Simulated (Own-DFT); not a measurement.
# One host, several defects: C40 NbSi2

The numbers are computed, not measured, by runs of the plane-wave DFT program Own-DFT (in-house, retired, unreviewed) at fixed positions, with no spin and no spin-orbit coupling.

All runs used: PBE; PseudoDojo norm-conserving scalar-relativistic files; cutoff 42 hartree; 4 x 4 x 5 k mesh centred on Gamma; cold (Marzari-Vanderbilt) smearing of 0.2 eV.

Known weak points: forces on such cells failed a check on a denser k mesh; stress not checked against mesh or cutoff.

All runs share one cell, with vectors in Å (0.000, 8.324, 0.000); (-9.613, 0.000, 0.000); (0.000, 0.000, 6.586) and a volume of 527.0 Å³. The atoms are randomly displaced, by u rms on each axis. The defect's site can differ from row to row.

```
cell,formula,u (Å),P (GPa)
no defect,Nb12Si24,0.0198,1.50
no defect,Nb12Si24,0.0222,1.54
no defect,Nb12Si24,0.0553,2.89
two Nb vacancies,Nb10Si24,0.0263,-0.13
two Nb vacancies,Nb10Si24,0.0296,-0.07
two Nb vacancies,Nb10Si24,0.0505,0.39
one Si vacancy,Nb12Si23,0.0336,1.08
one Si vacancy,Nb12Si23,0.0489,1.63
one Si vacancy,Nb12Si23,0.0559,2.34
two Si on a Nb site each,Nb10Si26,0.0270,1.48
two Si on a Nb site each,Nb10Si26,0.0293,?
two Si on a Nb site each,Nb10Si26,0.0428,1.83
two Si on a Nb site each,Nb10Si26,0.0461,2.37
two Nb on a Si site each,Nb14Si22,0.0297,7.53
two Nb on a Si site each,Nb14Si22,0.0506,8.24
two Nb on a Si site each,Nb14Si22,0.0535,8.54
```

## What the rows give

P = P0 + c u² + a shift for each defect gives P0 = 1.34 GPa, c = 489 ± 49 GPa/Å² and a scatter of 0.17 GPa. The shifts, and each times the cell's volume:

- two Nb on a Si site each: 5.74 ± 0.14 GPa, 18.9 eV (9.4 eV for each of its 2 sites)
- two Si on a Nb site each: -0.21 ± 0.14 GPa, -0.7 eV (-0.3 eV for each of its 2 sites) (not resolved)
- one Si vacancy: -0.74 ± 0.15 GPa, -2.4 eV
- two Nb vacancies: -1.94 ± 0.14 GPa, -6.4 eV (-3.2 eV for each of its 2 sites)

A positive shift means that the defect pushes the cell outwards. Shift times volume (160.2 GPa Å³ is 1 eV) depends little on the cell's size, so, taken for each site, it can be compared between cells at like pressure. The atoms around the defects weren't relaxed, which would change these numbers.

## Test on the hidden row

The question: what pressure belongs in the blank (two Si on a Nb site each, u = 0.0293 Å)?

The fit gives 1.55 ± 0.20 GPa. Computed: 1.55 GPa.
